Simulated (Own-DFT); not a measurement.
# Forces on the neighbours of a vacancy: 2H SiC, 71 atoms (C35Si36), with one C vacancy

All numbers below are calculated, not measured. They come from Own-DFT, an in-house plane-wave density functional program, since retired, whose code no person has reviewed. Each row is one single-point run on a periodic cell that was not relaxed, without spin or spin-orbit coupling.

Settings of every run: PBE; PseudoDojo norm-conserving scalar-relativistic files; cutoff 42 hartree; 4 x 4 x 3 k mesh centred on Gamma; Fermi-Dirac smearing of 0.1 eV.

Known limits: not probed for a lower state with spin; forces on such cells moved up to 12 meV/angstrom on a denser k mesh; stress not checked against mesh or cutoff.

Cell vectors in Å: (9.248, 0.000, 0.000); (-4.624, 8.009, 0.000); (0.000, 0.000, 10.068). Every atom was also moved at random, by a Gaussian of width 0.03 Å on each axis. The defect's site can differ from row to row. The empty site has 4 nearest neighbours, all Si. For each, d is its distance from the empty site and R the part of its force along the line away from it, positive outwards. The last column is the rms force component on atoms over 4.5 Å away.

```
run  d1 (Å)  d2 (Å)  d3 (Å)  d4 (Å)  R1 (eV/Å)  R2 (eV/Å)  R3 (eV/Å)  R4 (eV/Å)  far F (eV/Å)
  1   1.862   1.915   1.933   1.944      -0.23      -0.98      -0.80      -1.26          0.89
  2   1.874   1.892   1.903   1.916      -0.37      -0.47      -0.38      -0.33          0.79
  3   1.834   1.845   1.860   1.942      -0.43       0.29      -0.48      -0.48          0.73
  4   1.864   1.875   1.882   1.886      -0.28      -0.57      -0.30      -0.03          0.89
  5   1.875   1.893   1.899   1.904      -0.09      -0.45      -0.40      -0.61          0.84
  6   1.848   1.884   1.893   1.954      -0.32      -0.35      -0.64      -0.90          0.91
  7   1.816   1.820   1.843   1.899      -0.05       0.46       0.14      -0.03          0.80
  8   1.853   1.866   1.875   1.890      -0.24      -0.57      -0.40      -0.51          0.75
  9   1.859   1.885   1.886   1.888          ?          ?          ?          ?             ?
```

## Worked fit

A straight line through the 32 neighbours shown gives R = -0.38 - 7.2 (d - 1.882) eV/Å, with a scatter of 0.25 left by the moves of the other atoms. The slope, with an error of 1.3, is the pull back towards the neighbour's own site. The constant, -0.38 ± 0.04 eV/Å, is the force at the mean distance: with one bond gone, the neighbours are pushed inwards, towards the empty site. It shows how a relaxation would start, not where it would end, and it depends somewhat on the width of the random moves.

## Withheld run

Question: what mean R should the neighbours of run 9 feel? Their mean d is 1.879 Å.

The line gives -0.36 ± 0.14 eV/Å, by the scatter of the means of the runs shown. The calculation gave R = -0.33, -0.86, -0.16, -0.11, a mean of -0.36 eV/Å.
